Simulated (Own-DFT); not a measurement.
# A layer strained by its substrate: wurtzite AlGaN with randomly placed atoms, 128 atoms (Al24Ga40N64)

Everything here is calculated. The program is Own-DFT (plane waves, in-house, since retired, never reviewed by a person); positions were held fixed, and spin and spin-orbit coupling were off.

Method: PBE; PseudoDojo norm-conserving scalar-relativistic files; cutoff 42 hartree; 3 x 3 x 3 k mesh centred on Gamma; Fermi-Dirac smearing of 0.05 eV.

Known weak points: forces on such cells passed a denser k mesh, each cell not checked; stress not checked against mesh or cutoff.

Unstrained cell vectors in Å: (12.641, 0.000, 0.000); (-6.320, 10.947, 0.000); (0.000, 0.000, 10.218). The unstrained cell has measured lattice constants (interpolated for alloys), not those of this functional. That, the random moves and any unrelaxed bonds set the pressure at no strain. Each run strains x and y alike by e, as a substrate would, and holds the height along z. Each atom got a random Gaussian move of width 0.05 Å along each axis. The random placing of the alloy's atoms differs from row to row. Stress is positive in tension.

| e (%) | u (Å) | (s_xx + s_yy)/2 (GPa) | s_zz (GPa) |
|---|---|---|---|
| -2.75 | 0.050 | -25.89 | -11.12 |
| -1.75 | 0.047 | -17.21 | -10.48 |
| -0.75 | 0.053 | -12.06 | -8.01 |
| -0.50 | 0.049 | -9.83 | -7.98 |
| 0.75 | 0.055 | -2.91 | -7.79 |
| 1.00 | 0.048 | ? | ? |
| 1.25 | 0.050 | -0.71 | -6.06 |
| 1.50 | 0.048 | 0.86 | -5.72 |
| 1.75 | 0.048 | 1.74 | -4.97 |
| 2.25 | 0.052 | 3.68 | -4.44 |

## Fit

With e as a fraction, the in-plane stress is -6.9 + 565 e - 4072 e² GPa (errors 10 and 737, scatter 0.48), and s_zz is -7.7 + 132 e GPa (slope ± 12, scatter 0.57). At e = 0 the first slope is C11 + C12 and the second 2 C13, both with the ions held to the strained lattice and at the cell's own pressure. The term in e² is negative: the layer stiffens under compression and softens under tension. A free layer would change its height as e changes, and the in-plane slope would drop by 2 C13²/C33 to the biaxial modulus. At fixed height, a misfit of 1 % moves the in-plane stress by about 5.7 GPa and s_zz by 1.3 GPa.

## Withheld run

Asked: what are the two stresses at e = 1.00 %?

Estimate: -1.7 and -6.3 GPa. DFT gave -1.45 and -6.85 GPa.
